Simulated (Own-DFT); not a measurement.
# Computed records: GaP (zincblende, strained, atoms displaced), SiC (4H silicon carbide, strained, atoms displaced)

Computed with Own-DFT development build. A calculation, not a measurement: plane-wave PBE density functional theory by an unreviewed code, no spin, of a simulated periodic cell, stress positive in tension, free energy of the whole cell less one offset for each atom, forces on such cells passed a denser k mesh, this cell's mesh not checked; offsets are fitted by least squares, one for each functional and potential file, so energies compare only between cells with the same atoms and settings and are not formation energies; the far tail of each file's local potential was reset to the Coulomb form; each entry is a single point on an unrelaxed cell, so the pressure reflects the starting lattice, mostly measured values (interpolated for alloys), from which strain is counted, and rises with the displacements; printed positions are rounded, which can move forces by about a meV/angstrom; the program, named Own-DFT, is a retired in-house code; no spin-orbit coupling.

Common to all runs: functional PBE; potential files PseudoDojo norm-conserving, scalar-relativistic, standard set; wave cutoff 42 hartree; occupations Fermi-Dirac; smearing width 0.1 eV; hardware one NVIDIA H100.

(1) GaP (zincblende, strained, atoms displaced)

```
CELL_PARAMETERS angstrom
10.86200 0.00000 0.00000
0.00000 10.86200 0.00000
0.00000 0.00000 10.94390
ATOMIC_POSITIONS crystal
Ga 0.00032 0.99542 0.00536
Ga 0.98811 0.26465 0.24561
Ga 0.25195 0.00029 0.25417
Ga 0.24533 0.24492 0.00382
P 0.12758 0.12992 0.11846
P 0.12000 0.36100 0.37446
P 0.38103 0.12698 0.37842
P 0.37699 0.36179 0.12131
Ga 0.01544 0.01158 0.49894
Ga 0.98786 0.25247 0.75384
Ga 0.25448 0.01470 0.74981
Ga 0.23232 0.24395 0.50120
P 0.13064 0.12149 0.62427
P 0.13062 0.36740 0.87673
P 0.38517 0.12256 0.87260
P 0.38392 0.37559 0.62305
Ga 0.00419 0.50607 0.00911
Ga 0.99542 0.75657 0.25875
Ga 0.24616 0.49764 0.25283
Ga 0.25338 0.75424 0.00816
P 0.12454 0.61924 0.12618
P 0.12051 0.87431 0.37239
P 0.37916 0.62744 0.37748
P 0.36568 0.88626 0.12983
Ga 0.99451 0.50404 0.49316
Ga 0.99225 0.75829 0.74815
Ga 0.25229 0.49010 0.74647
Ga 0.23377 0.75123 0.49291
P 0.13001 0.63150 0.62553
P 0.12547 0.87592 0.87492
P 0.38312 0.62465 0.86717
P 0.36679 0.87504 0.63787
Ga 0.50391 0.00674 0.99276
Ga 0.49281 0.25447 0.24806
Ga 0.74493 0.01113 0.25195
Ga 0.75953 0.24360 0.01113
P 0.62398 0.12548 0.12968
P 0.62391 0.37665 0.37960
P 0.86868 0.13117 0.37581
P 0.87945 0.35973 0.13428
Ga 0.48855 0.00139 0.50112
Ga 0.50115 0.24379 0.75143
Ga 0.73893 0.99681 0.73930
Ga 0.75029 0.24011 0.50090
P 0.62638 0.12394 0.62738
P 0.62791 0.37611 0.87469
P 0.88333 0.12587 0.88379
P 0.87734 0.38602 0.63233
Ga 0.50893 0.50189 0.00124
Ga 0.49759 0.75719 0.25833
Ga 0.73439 0.50702 0.25379
Ga 0.75565 0.74802 0.00723
P 0.62162 0.63046 0.12037
P 0.64113 0.88021 0.37213
P 0.86013 0.62487 0.36773
P 0.86220 0.86492 0.13345
Ga 0.50259 0.50087 0.50158
Ga 0.49278 0.74323 0.75384
Ga 0.74437 0.50102 0.74718
Ga 0.74611 0.75321 0.51208
P 0.61897 0.63361 0.63455
P 0.61656 0.86131 0.87187
P 0.87872 0.62533 0.87229
P 0.87611 0.87620 0.61899
```

- k mesh: 3 x 3 x 3 centred on Gamma
- free energy of cell above offsets: -29.974 eV
- pressure: 4.34 GPa
- stress xx: -4.35 GPa
- stress yy: -4.42 GPa
- stress zz: -4.26 GPa
- stress yz: 1.27 GPa
- stress xz: -1.04 GPa
- stress xy: -0.16 GPa
- wall time: 577.4 s

Force:
```
element  x (eV/Å)  y (eV/Å)  z (eV/Å)
     Ga     0.006    -0.497     0.194
     Ga      3.28    -3.928     2.829
     Ga    -0.734     1.204      0.22
     Ga     1.352     0.235    -1.264
      P    -1.271     -1.22     2.105
      P    -0.094     1.881    -0.026
      P    -1.473     0.364    -0.267
      P    -0.637     2.141    -0.314
     Ga    -1.936    -1.065    -0.685
     Ga     1.167     0.049    -0.048
     Ga    -0.178    -1.473     0.864
     Ga     2.555     0.749     -0.32
      P    -1.261     0.975     1.572
      P    -0.736       0.8    -0.221
      P    -1.392      0.98     0.502
      P    -1.095     -0.97    -0.158
     Ga    -0.891    -1.545    -1.287
     Ga    -0.424    -1.304    -0.906
     Ga     0.759    -0.588     0.048
     Ga     -0.13    -0.609    -1.014
      P     0.498     1.585     1.105
      P     0.222     1.147     -0.07
      P    -0.913    -0.196     0.047
      P     1.838    -0.814    -0.674
     Ga     0.479     0.158     0.256
     Ga     0.942    -0.439     0.236
     Ga     0.111     0.683     0.251
     Ga     1.899    -0.041     0.748
      P    -1.239    -1.071     0.205
      P     0.199     0.238     0.004
      P     -2.06    -1.397     2.174
      P     0.162    -0.231    -1.676
     Ga     0.372    -1.379     0.881
     Ga     1.135    -0.471      0.89
     Ga     0.851    -0.628    -0.278
     Ga    -0.881     0.231    -1.053
      P    -0.505      0.43    -0.647
      P    -0.101    -0.654    -0.193
      P     1.791    -0.676    -0.444
      P    -3.316     5.073    -3.158
     Ga     1.223    -1.126     0.628
     Ga     0.532     1.111    -0.209
     Ga     1.178    -0.739     1.705
     Ga    -0.231     1.745     0.862
      P    -0.995     0.294    -0.868
      P     0.333    -0.841     0.527
      P    -1.372    -1.052    -0.826
      P    -0.457    -0.985    -1.255
     Ga    -0.962    -0.538    -0.503
     Ga     0.391     0.429    -0.708
     Ga     0.387    -0.994     -0.94
     Ga    -0.684    -0.511    -1.739
      P    -0.268     0.043      0.97
      P     -2.12    -0.475     1.205
      P     1.084     0.544     1.361
      P     1.388      2.15     0.148
     Ga      0.11      0.52     0.177
     Ga     0.076     1.453    -0.871
     Ga     0.168     0.424     0.695
     Ga     0.034    -0.421    -1.028
      P       0.5    -0.934    -1.217
      P     1.276     1.304     0.789
      P    -0.355    -0.237     0.567
      P     0.415     1.109     0.102
```

(2) SiC (4H silicon carbide, strained, atoms displaced)

```
CELL_PARAMETERS angstrom
9.24020 0.02460 0.08490
-4.59880 7.96680 0.07150
0.09240 0.14330 10.18950
ATOMIC_POSITIONS crystal
Si 0.99901 0.98698 0.41153
Si 0.10766 0.21922 0.15557
C 0.00112 0.00351 0.09544
C 0.10633 0.22035 0.34564
Si 0.02648 0.35087 0.40363
Si 0.11334 0.55583 0.16925
C 0.01574 0.34417 0.09047
C 0.12726 0.57475 0.33698
Si 0.01115 0.66870 0.40399
Si 0.10801 0.88567 0.15488
C 0.00107 0.67351 0.08631
C 0.10850 0.87901 0.34103
Si 0.32777 0.00497 0.40698
Si 0.43509 0.20901 0.16294
C 0.33481 0.01441 0.08827
C 0.44804 0.22799 0.34864
Si 0.33637 0.33049 0.41928
Si 0.44230 0.54829 0.15791
C 0.33714 0.33170 0.08862
C 0.43246 0.54310 0.35031
Si 0.34045 0.67141 0.41350
Si 0.44366 0.88205 0.15677
C 0.33546 0.66998 0.08853
C 0.45284 0.89726 0.34302
Si 0.66583 0.99277 0.39937
Si 0.76909 0.22366 0.15676
C 0.66360 0.01037 0.09545
C 0.77371 0.22208 0.34253
Si 0.66044 0.33264 0.40181
Si 0.77081 0.55741 0.15162
C 0.67413 0.33935 0.09662
C 0.77469 0.54932 0.33724
Si 0.66527 0.66379 0.40365
Si 0.78211 0.89368 0.15390
C 0.65723 0.66079 0.08353
C 0.77719 0.89312 0.34503
Si 0.00358 0.00660 0.90140
Si 0.88272 0.77210 0.65199
C 0.00630 0.99987 0.59137
C 0.89479 0.78648 0.84264
Si 0.00190 0.66591 0.90634
Si 0.88826 0.44555 0.66092
C 0.99723 0.66318 0.59461
C 0.89700 0.44389 0.83928
Si 0.99248 0.32909 0.90178
Si 0.89269 0.12400 0.65229
C 0.99531 0.33829 0.59778
C 0.88137 0.10905 0.84509
Si 0.66353 0.99513 0.90518
Si 0.56208 0.77725 0.65157
C 0.66549 0.99269 0.59581
C 0.56317 0.77845 0.84205
Si 0.66392 0.67046 0.91376
Si 0.56810 0.45346 0.66066
C 0.66912 0.67034 0.59294
C 0.54772 0.43701 0.83921
Si 0.65919 0.33763 0.90958
Si 0.55347 0.11079 0.66042
C 0.66837 0.33277 0.58808
C 0.55600 0.10761 0.84193
Si 0.33103 0.99403 0.90737
Si 0.21741 0.77312 0.65937
C 0.33072 0.99319 0.60253
C 0.23046 0.78347 0.84400
Si 0.33166 0.66713 0.91331
Si 0.21873 0.43758 0.65800
C 0.34149 0.67277 0.58864
C 0.22844 0.44727 0.84492
Si 0.32079 0.32649 0.90877
Si 0.22200 0.10506 0.65308
C 0.33890 0.33849 0.59396
C 0.22145 0.11383 0.84998
```

- k mesh: 4 x 4 x 3 centred on Gamma
- free energy of cell above offsets: -6.010 eV
- pressure: 3.51 GPa
- stress xx: -3.22 GPa
- stress yy: -6.2 GPa
- stress zz: -1.12 GPa
- stress yz: 3.65 GPa
- stress xz: 2.43 GPa
- stress xy: 2.43 GPa
- wall time: 347.9 s

Force:
```
element  x (eV/Å)  y (eV/Å)  z (eV/Å)
     Si    -1.448     1.819    -1.287
     Si     0.614     1.105     0.386
      C     0.062    -0.643    -0.792
      C     2.311    -0.705     0.039
     Si    -3.623    -1.782     0.673
     Si    -0.347     0.433    -5.605
      C    -2.107    -1.186     0.553
      C     0.757    -1.424     3.584
     Si    -2.314    -1.743     0.952
     Si     0.085     0.899    -0.772
      C     0.254    -1.214     1.876
      C    -0.072     2.195     -0.01
     Si     1.966    -1.079     0.767
     Si     0.391     3.754    -0.729
      C     0.861     -4.09     1.015
      C    -1.358    -1.508    -0.688
     Si    -1.414    -0.502    -2.269
     Si    -1.036     0.016    -0.153
      C    -0.576    -0.384     1.847
      C      1.15     2.071    -1.164
     Si     0.038     0.665    -2.025
     Si    -0.893      1.63    -0.079
      C     0.104    -0.725     2.584
      C    -1.465    -1.338     -0.04
     Si    -0.909     2.796     2.053
     Si     2.666     0.833     0.586
      C     1.418    -1.835    -0.996
      C     1.105     0.661     0.261
     Si     2.392    -0.231     0.946
     Si       1.4     0.208     0.134
      C    -2.266    -0.476    -0.991
      C     0.215     1.902     0.605
     Si    -0.127    -0.147     0.007
     Si    -1.326     -0.28     0.174
      C     0.534     1.344     4.063
      C     2.017    -2.032    -0.976
     Si    -0.717    -0.875     0.938
     Si     0.813     1.432     1.381
      C    -1.062     0.027     0.566
      C    -0.253    -1.616     0.033
     Si    -0.145     0.498     -0.97
     Si    -0.852    -0.447    -1.319
      C     0.411     0.488    -0.756
      C    -2.589     0.817     1.298
     Si     1.918     0.607     1.407
     Si     0.027     -3.25     0.546
      C     2.029      1.07    -1.703
      C     1.272     0.717    -0.801
     Si    -0.517      0.44     0.396
     Si    -1.279     0.025      1.65
      C    -0.121     2.142    -1.213
      C     -1.71    -0.417     0.128
     Si      1.21     -0.87    -4.088
     Si    -0.929    -1.778    -1.174
      C     0.651    -0.765    -1.048
      C    -0.038     1.548     1.676
     Si     1.755    -1.171     -0.48
     Si     0.832    -0.428    -1.072
      C    -0.347     0.404     1.024
      C    -0.701     0.844     1.092
     Si    -0.186     2.019    -0.479
     Si     0.955    -0.068    -0.159
      C    -0.095     0.824    -1.909
      C    -0.743    -1.634     0.199
     Si     1.082    -0.119    -2.517
     Si     0.289     1.612      0.21
      C    -0.899    -1.246     2.209
      C    -1.661    -0.274    -0.396
     Si     1.778     1.076     -0.56
     Si    -0.235     1.275     1.599
      C     0.318    -1.007     1.606
      C     0.683    -0.904    -1.846
```

(3) SiC (4H silicon carbide, strained, atoms displaced)

```
CELL_PARAMETERS angstrom
9.38070 -0.00890 0.16740
-4.69810 8.10610 -0.17230
0.18220 -0.11130 10.11030
ATOMIC_POSITIONS crystal
Si 0.00616 0.01183 0.40835
Si 0.11834 0.22011 0.16426
C 0.99443 0.99219 0.09741
C 0.10196 0.21447 0.34050
Si 0.00456 0.33598 0.40258
Si 0.11405 0.55465 0.15592
C 0.99995 0.33415 0.10215
C 0.11225 0.55034 0.35232
Si 0.99859 0.67440 0.40298
Si 0.11096 0.89441 0.15150
C 0.00321 0.67496 0.09603
C 0.11748 0.88380 0.35305
Si 0.32594 0.00433 0.41663
Si 0.44766 0.22880 0.16188
C 0.34491 0.00633 0.09688
C 0.43556 0.21703 0.34552
Si 0.32904 0.33240 0.41276
Si 0.43672 0.54822 0.15603
C 0.33236 0.33358 0.09286
C 0.44263 0.55265 0.34354
Si 0.33220 0.66100 0.40320
Si 0.44686 0.88670 0.15663
C 0.33002 0.66361 0.10201
C 0.45391 0.91026 0.34498
Si 0.67246 0.99896 0.40742
Si 0.77601 0.22474 0.15500
C 0.66051 0.99576 0.09626
C 0.77330 0.21980 0.35011
Si 0.66460 0.34296 0.40863
Si 0.77036 0.54084 0.15605
C 0.66650 0.33064 0.09954
C 0.77483 0.55545 0.34108
Si 0.67227 0.67120 0.40824
Si 0.77873 0.89780 0.15933
C 0.66201 0.66884 0.09519
C 0.78253 0.89601 0.34847
Si 0.00838 0.98902 0.90968
Si 0.88523 0.76965 0.65597
C 0.99067 0.99764 0.59359
C 0.88473 0.77305 0.83038
Si 0.00192 0.66072 0.90536
Si 0.88356 0.44045 0.65725
C 0.99193 0.65581 0.59518
C 0.89881 0.44815 0.84577
Si 0.99265 0.33385 0.90633
Si 0.89684 0.11863 0.65870
C 0.99470 0.33255 0.58815
C 0.87729 0.11767 0.84564
Si 0.66495 0.00233 0.91403
Si 0.56103 0.78403 0.65282
C 0.66868 0.99640 0.59836
C 0.56555 0.78203 0.84330
Si 0.65869 0.66245 0.90524
Si 0.54870 0.44475 0.64852
C 0.66734 0.66153 0.58941
C 0.55779 0.44520 0.84585
Si 0.66869 0.32776 0.90562
Si 0.55941 0.11115 0.66028
C 0.67118 0.33463 0.59002
C 0.56818 0.11894 0.84917
Si 0.33021 0.99151 0.90349
Si 0.22064 0.77655 0.65513
C 0.32860 0.99691 0.59935
C 0.22940 0.78718 0.84577
Si 0.32736 0.66770 0.91049
Si 0.22087 0.44404 0.65945
C 0.32484 0.65826 0.58948
C 0.21743 0.44348 0.84118
Si 0.33769 0.33870 0.91064
Si 0.22269 0.11035 0.66494
C 0.33362 0.32739 0.58803
C 0.23021 0.11852 0.84610
```

- k mesh: 4 x 4 x 3 centred on Gamma
- free energy of cell above offsets: -6.487 eV
- pressure: -1.32 GPa
- stress xx: 5.53 GPa
- stress yy: 1.03 GPa
- stress zz: -2.61 GPa
- stress yz: -3.43 GPa
- stress xz: 5.59 GPa
- stress xy: -0.12 GPa
- wall time: 356.2 s

Force:
```
element  x (eV/Å)  y (eV/Å)  z (eV/Å)
     Si     0.142    -2.822     0.433
     Si    -1.801    -0.106    -2.589
      C      0.61     1.529    -0.525
      C     1.502      1.85     1.643
     Si    -1.971    -0.942     0.468
     Si    -1.496     0.229     1.539
      C     0.427    -0.516    -1.495
      C    -0.878     1.441    -2.002
     Si     1.179    -2.767     1.174
     Si     1.715    -0.459     1.866
      C       0.2    -1.928    -0.572
      C    -2.329     2.016    -1.803
     Si     2.312    -0.373    -1.297
     Si    -0.118    -1.299    -0.661
      C    -1.471    -0.742    -1.049
      C     0.015     1.529     0.846
     Si     0.107      0.06    -2.595
     Si     0.763     1.613     0.466
      C     0.511     -0.62     0.789
      C     0.632    -0.123     0.357
     Si    -0.601     1.832     0.309
     Si    -1.343     0.652      1.48
      C     0.542     0.273    -1.478
      C      0.26      -2.7     0.508
     Si    -2.145     1.217     0.769
     Si     0.632    -0.962     1.946
      C     1.125      1.15    -0.059
      C     0.419     1.097    -1.029
     Si     1.102    -2.052     -0.74
     Si    -0.376      3.78    -0.172
      C     -0.16    -0.514    -1.609
      C      0.47     0.466     0.383
     Si    -0.963    -0.184    -1.374
     Si    -0.205    -1.906     0.048
      C     0.656    -0.627    -0.051
      C     1.018     -1.01    -0.696
     Si    -2.394     1.071    -1.018
     Si    -0.251     0.797    -2.035
      C      1.95     0.244     0.722
      C     0.832     -0.06     4.116
     Si    -1.121     1.942     0.266
     Si      0.71     0.295    -0.574
      C     0.362     1.448    -0.447
      C    -1.683    -0.879    -0.376
     Si     1.833    -0.544     1.054
     Si    -1.651     -0.83     0.103
      C     1.343    -0.048     1.182
      C     2.545    -0.591     0.351
     Si     0.729    -0.628     -1.36
     Si    -0.439    -1.629     0.698
      C    -0.244     1.223    -0.882
      C    -2.015     -0.58      0.22
     Si     1.071     1.171     0.414
     Si     1.612    -0.363     1.355
      C    -0.758     0.626     0.688
      C    -0.105     -0.81    -0.716
     Si    -0.707     2.314     0.756
     Si    -0.072    -0.048    -0.724
      C    -1.515    -0.479     1.508
      C    -1.536    -2.297    -0.885
     Si     0.626      4.08     1.709
     Si     -0.17    -0.767     -0.28
      C     0.623      0.53     0.586
      C     -0.29    -3.055     -0.82
     Si     1.676     0.123    -0.645
     Si    -0.459    -0.269    -1.535
      C     1.115     1.208     1.002
      C     0.567     0.151     1.643
     Si    -0.534    -0.161    -1.174
     Si    -0.872    -0.271    -1.681
      C    -1.194     0.131      2.57
      C    -0.068    -1.123     0.983
```

(4) GaP (zincblende, strained, atoms displaced)

```
CELL_PARAMETERS angstrom
10.86200 0.00000 0.00000
0.00000 10.86200 0.00000
0.00000 0.00000 10.93610
ATOMIC_POSITIONS crystal
Ga 0.00376 0.99899 0.00024
Ga 0.98964 0.24316 0.24708
Ga 0.25505 0.99603 0.24714
Ga 0.25238 0.25548 0.00139
P 0.11453 0.12841 0.12622
P 0.11871 0.37222 0.38273
P 0.38066 0.13169 0.37116
P 0.37484 0.37280 0.12921
Ga 0.99511 0.00141 0.49498
Ga 0.99800 0.24813 0.75280
Ga 0.24358 0.99948 0.75424
Ga 0.24932 0.25798 0.49430
P 0.12158 0.13648 0.62282
P 0.12228 0.37074 0.87878
P 0.37310 0.12370 0.86561
P 0.37195 0.36852 0.61362
Ga 0.00169 0.50239 0.00097
Ga 0.01054 0.75363 0.25223
Ga 0.25264 0.49726 0.24753
Ga 0.24782 0.74263 0.99952
P 0.12152 0.63127 0.12291
P 0.12909 0.86739 0.38201
P 0.37538 0.62744 0.37608
P 0.37512 0.87319 0.12361
Ga 0.99553 0.50128 0.50036
Ga 0.99913 0.74915 0.75125
Ga 0.25513 0.50019 0.75003
Ga 0.25199 0.74611 0.50014
P 0.11530 0.62528 0.62624
P 0.12271 0.87375 0.87588
P 0.37792 0.62596 0.87612
P 0.37861 0.87787 0.62184
Ga 0.49721 0.00235 0.99859
Ga 0.50226 0.24414 0.24439
Ga 0.75197 0.99877 0.25041
Ga 0.75324 0.25486 0.00455
P 0.62195 0.12812 0.13038
P 0.62495 0.37424 0.36528
P 0.87163 0.13120 0.37442
P 0.86690 0.37542 0.13055
Ga 0.50122 0.99904 0.49889
Ga 0.50388 0.25404 0.75210
Ga 0.75173 0.99151 0.75657
Ga 0.75041 0.25161 0.49838
P 0.63050 0.11353 0.62990
P 0.61641 0.37532 0.87132
P 0.87916 0.12763 0.87557
P 0.87573 0.37432 0.62698
Ga 0.50002 0.50126 0.99669
Ga 0.51154 0.74984 0.24871
Ga 0.75847 0.49887 0.24475
Ga 0.75604 0.74816 0.00282
P 0.61738 0.62675 0.12539
P 0.62571 0.87140 0.37704
P 0.87864 0.62954 0.37489
P 0.88381 0.86427 0.12488
Ga 0.50522 0.49519 0.49965
Ga 0.49971 0.74916 0.74570
Ga 0.74769 0.50694 0.75452
Ga 0.74684 0.75080 0.49124
P 0.63182 0.62202 0.62722
P 0.62886 0.87894 0.88362
P 0.87526 0.62789 0.87434
P 0.87660 0.87750 0.62837
```

- k mesh: 3 x 3 x 3 centred on Gamma
- free energy of cell above offsets: -33.404 eV
- pressure: 3.55 GPa
- stress xx: -3.7 GPa
- stress yy: -3.66 GPa
- stress zz: -3.3 GPa
- stress yz: -0.75 GPa
- stress xz: 0.21 GPa
- stress xy: 0.41 GPa
- wall time: 502.2 s

Force:
```
element  x (eV/Å)  y (eV/Å)  z (eV/Å)
     Ga    -0.539      0.03     0.027
     Ga     0.685     1.073     0.459
     Ga     -0.69     0.583     0.509
     Ga    -0.248    -0.923    -0.094
      P     1.611    -0.508    -0.117
      P    -0.258     0.612    -1.811
      P    -0.791     -0.93     0.505
      P     0.478     0.258     -0.68
     Ga     0.559     0.183      0.51
     Ga     0.136     0.513    -0.305
     Ga    -0.012     0.137    -1.191
     Ga      -0.2    -1.409    -0.118
      P     0.444    -1.312    -0.214
      P     0.372     0.807    -0.385
      P     0.132     0.539     1.146
      P     1.065     1.044     1.591
     Ga    -0.428    -0.363     0.016
     Ga    -0.528     -0.31     0.371
     Ga    -0.795     0.399     0.708
     Ga     0.362     0.894    -0.206
      P     0.549    -1.273     0.467
      P    -0.022     1.491    -0.476
      P      0.58    -0.507    -0.401
      P     0.302    -0.359    -0.211
     Ga     -0.06    -0.146     0.217
     Ga    -0.071     0.425    -0.194
     Ga    -0.669    -0.317    -0.311
     Ga     0.029     -0.17     0.889
      P     1.339    -0.234     0.063
      P      0.34     -0.32     0.072
      P    -0.275      0.01     -0.46
      P    -0.874    -0.297     0.465
     Ga    -0.076     0.276     0.147
     Ga    -0.373     1.134     0.685
     Ga     0.126    -0.271    -0.211
     Ga    -0.834    -0.638     -0.78
      P     1.033    -1.091    -1.415
      P     0.325     0.102     0.601
      P    -0.216    -1.185     0.099
      P     1.811    -0.051    -1.226
     Ga      0.05     0.516    -0.087
     Ga    -0.772    -1.159    -1.454
     Ga     0.352     0.704     0.003
     Ga    -0.672     0.071     0.591
      P    -0.265     1.175    -0.381
      P      1.53     0.504     0.944
      P    -0.806    -0.553     0.524
      P    -0.578     0.343     0.264
     Ga    -0.357    -0.305     0.597
     Ga    -1.632     0.376     0.493
     Ga    -1.454     1.368     1.161
     Ga    -0.783    -0.068     0.056
      P     1.658    -0.859    -0.641
      P    -0.127      0.99    -0.594
      P    -0.133    -0.347    -0.561
      P    -0.534     1.383     0.298
     Ga    -0.212     0.309    -0.233
     Ga     0.535     0.403     0.354
     Ga     0.523      -1.1    -0.088
     Ga     0.828    -0.294     1.388
      P     -0.82     0.591     -0.79
      P    -0.443    -0.962    -0.302
      P      0.05    -0.465     0.391
      P    -0.255    -0.517    -0.674
```
